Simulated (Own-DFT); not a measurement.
# Two functionals across a range of volumes: wurtzite AlGaN with randomly placed atoms, 72 atoms (Al27Ga9N36)

Source: density functional calculations with Own-DFT, an unreviewed in-house program that is no longer used. Nothing was measured or relaxed, and spin and spin-orbit coupling are left out.

Known weak points: forces on such cells passed a denser k mesh, each cell not checked; stress not checked against mesh or cutoff.

Each geometry was run with PBE and with PBEsol, otherwise alike: PseudoDojo norm-conserving scalar-relativistic files made for PBE; cutoff 42 hartree; 4 x 4 x 3 k mesh centred on Gamma; Fermi-Dirac smearing of 0.1 eV. Unstrained cell vectors in Å: (9.394, 0.000, 0.000); (-4.697, 8.135, 0.000); (0.000, 0.000, 10.066). Each has a uniform strain, of which the change of volume is shown, and random moves of rms u per axis. The random placing of the alloy's atoms differs from row to row.

| run | volume change (%) | u (Å) | P with PBE (GPa) | P with PBEsol (GPa) |
|---|---|---|---|---|
| 1 | 6.09 | 0.0491 | -4.50 | -7.41 |
| 2 | -4.94 | 0.0504 | 19.30 | 15.95 |
| 3 | 0.50 | 0.0495 | 5.28 | 2.17 |
| 4 | -0.50 | 0.0467 | 7.71 | 4.56 |
| 5 | 3.53 | 0.0486 | -0.07 | -3.07 |
| 6 | -2.98 | 0.0467 | 13.26 | 10.02 |
| 7 | 2.52 | 0.0473 | 1.50 | -1.53 |
| 8 | -3.96 | 0.0461 | 15.69 | 12.40 |
| 9 | -2.98 | 0.0433 | 12.69 | 9.43 |
| 10 | 6.09 | 0.0512 | -4.63 | -7.52 |
| 11 | -2.98 | 0.0503 | 13.60 | ? |

Q: by how much does PBEsol shrink this cell, and what belongs in the blank?

## Working it out

Write v for the change of volume as a fraction. Fitted to v and u², the PBE pressure has a slope of -214 ± 7 GPa in v, with the ions held to the strained lattice. The difference PBEsol less PBE is -3.14 + 4.0 v GPa (slope ± 0.1) and averages -3.12 GPa. Divided by the mean slope of the two, 213 GPa, that makes PBEsol's volume at a given pressure, near 5 GPa, about 1.5 % smaller, or 0.49 % in lengths. At one volume PBEsol's slope is the smaller by 4 GPa, but its pressure there is lower too. If stiffness rises by about 4 GPa for each GPa, PBEsol at equal pressure is stiffer by about 9 GPa. Files made for PBEsol would give a different shift.

For run 11 the line gives 10.34 GPa. Computed: 10.34 GPa.
